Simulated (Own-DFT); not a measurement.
Hf₇Si₁₃ (HfSi2 crystal with substituted atoms, atoms displaced) (calculated)

A calculation, not a measurement: plane-wave density functional theory by an unreviewed code, no spin, of a simulated periodic cell, stress positive in tension, run twice, with PBE and with PBEsol, both on files made for PBE, so the change isn't that of files made for PBEsol, hafnium file: forces about 75 meV/angstrom off all-electron values; forces on such cells moved up to 12 meV/angstrom on a denser k mesh; the far tail of each file's local potential was reset to the Coulomb form; each entry is a single point on an unrelaxed cell, so the pressure reflects the starting lattice, taken from the Materials Project, from which strain is counted, and rises with the displacements; printed positions are rounded, which can move forces by about a meV/angstrom; the program, named Own-DFT, is a retired in-house code; no spin-orbit coupling; stress was not checked against mesh or cutoff. Program: Own-DFT development build.

Hf₇Si₁₃ (HfSi2 crystal with substituted atoms, atoms displaced)

```xyz
60
Lattice="-7.2972 7.0724 -1.7824 3.6486 7.0873 5.7379 3.6486 3.5213 -8.4115" Properties=species:S:1:pos:R:3 Hf7Si13
Hf     0.8606    10.2361    -4.1270
Hf    -0.9315     4.0000     0.5472
Si     0.9659     7.9388    -5.8310
Si    -0.9409     6.2086     2.1138
Si     2.6876     8.6147    -2.9344
Si    -2.6430     5.5067    -0.5799
Hf     0.8434    13.7706    -5.0616
Hf    -0.9060     7.4209    -0.2117
Si    -2.7756     7.9994     1.7018
Si    -0.8857     9.6005     1.3315
Si     2.6891    12.0989    -3.9694
Si    -2.7846     8.9848    -1.4996
Hf    -2.7189    13.7497     2.4247
Hf    -0.8978    10.9252    -1.1188
Si    -2.7322    11.4716     0.9638
Si    -1.0055    13.3153     0.4748
Si    -0.9764    12.2054     3.5838
Si    -2.7528    12.6105    -2.3618
Hf     4.6188     6.6790    -3.2869
Hf    -4.6007     7.4116    -0.2095
Hf    -2.7297    11.5270    -6.5880
Si    -0.8306    13.2602    -7.0312
Si    -0.8225    12.1666    -3.8253
Si     0.9363     1.9527     0.3059
Hf     4.6028    10.1536    -4.0877
Hf    -4.5093    10.9502    -1.3056
Si     0.9227     4.4132     2.6252
Si     2.7905     6.2791     2.1349
Si    -0.8850    15.7484    -4.7906
Si     0.9779     5.4667    -0.5421
Hf     0.9221    10.2073     3.3651
Hf     2.6838     7.4822    -0.3422
Si     1.0330     7.9612     1.8068
Si     2.7651     9.8231     1.3778
Si     2.7301     8.6466     4.5661
Si     0.9240     9.0322    -1.4606
Hf    -2.7023     6.7212    -3.3070
Hf     2.6754    11.0243    -1.1073
Si     0.9142    11.5432     0.8537
Si    -0.8476     6.0686    -5.3131
Si    -0.9494     5.0576    -2.0785
Si     0.8981    12.5596    -2.3881
Hf    -2.7534    10.2904    -4.1959
Hf    -0.9724     7.5219    -7.8118
Si    -2.6761     7.8711    -5.7884
Si    -0.9695     9.6410    -6.2614
Si    -0.9852     8.6325    -3.0133
Si     0.9220    16.0131    -3.2852
Hf     0.9292     3.0711    -2.3302
Hf    -1.0294    14.5505    -2.1372
Si     4.5843     7.9897     1.6981
Si    -4.5472     9.7266    -6.1499
Si    -4.5659     8.6150    -2.9740
Si     4.5413     9.0963    -1.6092
Hf     0.9402     6.6730    -3.2296
Hf     2.8528     3.8657    -6.8396
Si     0.8564     4.3910    -4.9587
Si     2.6552     6.1491    -5.3924
Si     2.6657     5.0972    -2.0838
Si     4.4667    12.5902    -2.3621
```

- functional: PBE, then PBEsol
- potential files: PseudoDojo norm-conserving, scalar-relativistic, standard set
- wave cutoff: 42 hartree
- occupations: cold (Marzari-Vanderbilt)
- smearing width: 0.2 eV
- k mesh: 4 x 4 x 4 centred on Gamma
- PBE pressure: 5.42 GPa
- PBE stress xx: -5.44 GPa
- PBE stress yy: -6.27 GPa
- PBE stress zz: -4.56 GPa
- PBE stress yz: 0.39 GPa
- PBE stress xz: 0.13 GPa
- PBE stress xy: 0.12 GPa
- PBEsol pressure: 2.07 GPa
- PBEsol stress xx: -2.44 GPa
- PBEsol stress yy: -2.83 GPa
- PBEsol stress zz: -0.95 GPa
- PBEsol stress yz: 0.44 GPa
- PBEsol stress xz: 0.14 GPa
- PBEsol stress xy: 0.12 GPa
- rms change of force components from PBE to PBEsol: 0.031 eV/Å

Force:
```tsv
force element	PBE force x (eV/Å)	PBE force y (eV/Å)	PBE force z (eV/Å)	PBEsol force x (eV/Å)	PBEsol force y (eV/Å)	PBEsol force z (eV/Å)
Hf	0.674	-0.965	-0.569	0.668	-0.933	-0.515
Hf	0.509	-1.581	0.476	0.495	-1.561	0.44
Si	-0.476	0.246	0.598	-0.487	0.247	0.579
Si	0.263	-0.072	1.256	0.267	-0.065	1.219
Si	0.315	0.277	-0.896	0.309	0.249	-0.949
Si	-2.113	0.202	-0.196	-2.11	0.214	-0.125
Hf	1.402	-0.263	0.458	1.381	-0.247	0.476
Hf	0.554	0.46	-1.249	0.545	0.446	-1.254
Si	0.352	-0.534	0.829	0.335	-0.549	0.815
Si	0.007	0.971	0.163	0.017	0.968	0.154
Si	0.513	0.381	0.212	0.503	0.359	0.152
Si	0.763	0.111	0.305	0.758	0.129	0.371
Hf	-0.634	0.854	0.551	-0.626	0.844	0.563
Hf	-0.608	0.66	-0.406	-0.595	0.641	-0.443
Si	0.107	-0.094	-1.115	0.113	-0.084	-1.085
Si	0.86	-0.53	-0.898	0.854	-0.527	-0.868
Si	1.288	-0.412	0.256	1.288	-0.416	0.198
Si	0.161	-0.491	-0.028	0.156	-0.469	0.013
Hf	-0.657	1.842	1.24	-0.645	1.754	1.191
Hf	1.288	-0.211	-2.072	1.213	-0.195	-2.001
Hf	-0.021	0.383	-0.718	-0.025	0.374	-0.702
Si	-0.343	0.647	-1.158	-0.386	0.616	-1.118
Si	-2.065	0.12	-0.563	-2.06	0.102	-0.628
Si	-0.339	-0.133	0.625	-0.333	-0.11	0.675
Hf	-0.674	1.129	-1.355	-0.662	1.125	-1.3
Hf	-0.313	0.562	1.622	-0.317	0.545	1.55
Si	0.103	0.067	-0.19	0.102	0.059	-0.183
Si	-0.194	-0.941	0.27	-0.182	-0.951	0.272
Si	0.041	-0.484	0.009	0.04	-0.495	-0.055
Si	-1.156	0.346	0.018	-1.162	0.355	0.075
Hf	-0.56	0.354	0.263	-0.539	0.353	0.293
Hf	0.965	-0.13	0.582	0.956	-0.145	0.544
Si	-0.623	0.009	-0.175	-0.632	0.017	-0.177
Si	-0.373	-0.68	-0.389	-0.379	-0.674	-0.371
Si	-0.067	-0.155	0.239	-0.067	-0.165	0.174
Si	-1.028	0.024	0.021	-1.032	0.042	0.082
Hf	-0.629	-0.841	0.557	-0.624	-0.823	0.58
Hf	0.236	-0.747	-1.282	0.232	-0.748	-1.283
Si	-0.461	-0.271	0.439	-0.47	-0.274	0.424
Si	-0.523	1.328	0.199	-0.528	1.328	0.193
Si	1.114	0.367	-0.488	1.124	0.34	-0.538
Si	0.43	0.431	0.745	0.447	0.441	0.807
Hf	0.272	-1.763	2.231	0.268	-1.706	2.142
Hf	1.284	-1.97	-0.472	1.272	-1.948	-0.49
Si	-0.731	0.223	0.207	-0.723	0.217	0.201
Si	0.866	-0.017	0.957	0.833	0.019	0.926
Si	1.084	0.154	0.145	1.082	0.139	0.087
Si	-0.567	1.126	0.285	-0.562	1.118	0.359
Hf	-0.591	1.028	-0.584	-0.586	1.024	-0.539
Hf	1.328	-0.361	0.64	1.324	-0.366	0.591
Si	-0.248	0.23	0.216	-0.246	0.238	0.207
Si	-0.535	-0.859	-0.275	-0.493	-0.813	-0.27
Si	0.117	-0.083	-0.401	0.109	-0.096	-0.469
Si	0.142	-0.449	1.059	0.148	-0.424	1.105
Hf	-1.092	0.163	-0.766	-1.081	0.173	-0.725
Hf	-2.345	-0.214	-2.04	-2.259	-0.196	-1.963
Si	0.862	-0.129	1.04	0.878	-0.142	1.015
Si	-0.002	0.862	0.274	0.041	0.818	0.279
Si	1.38	-0.049	-0.682	1.373	-0.07	-0.731
Si	0.69	-0.126	-0.021	0.677	-0.105	0.03
```
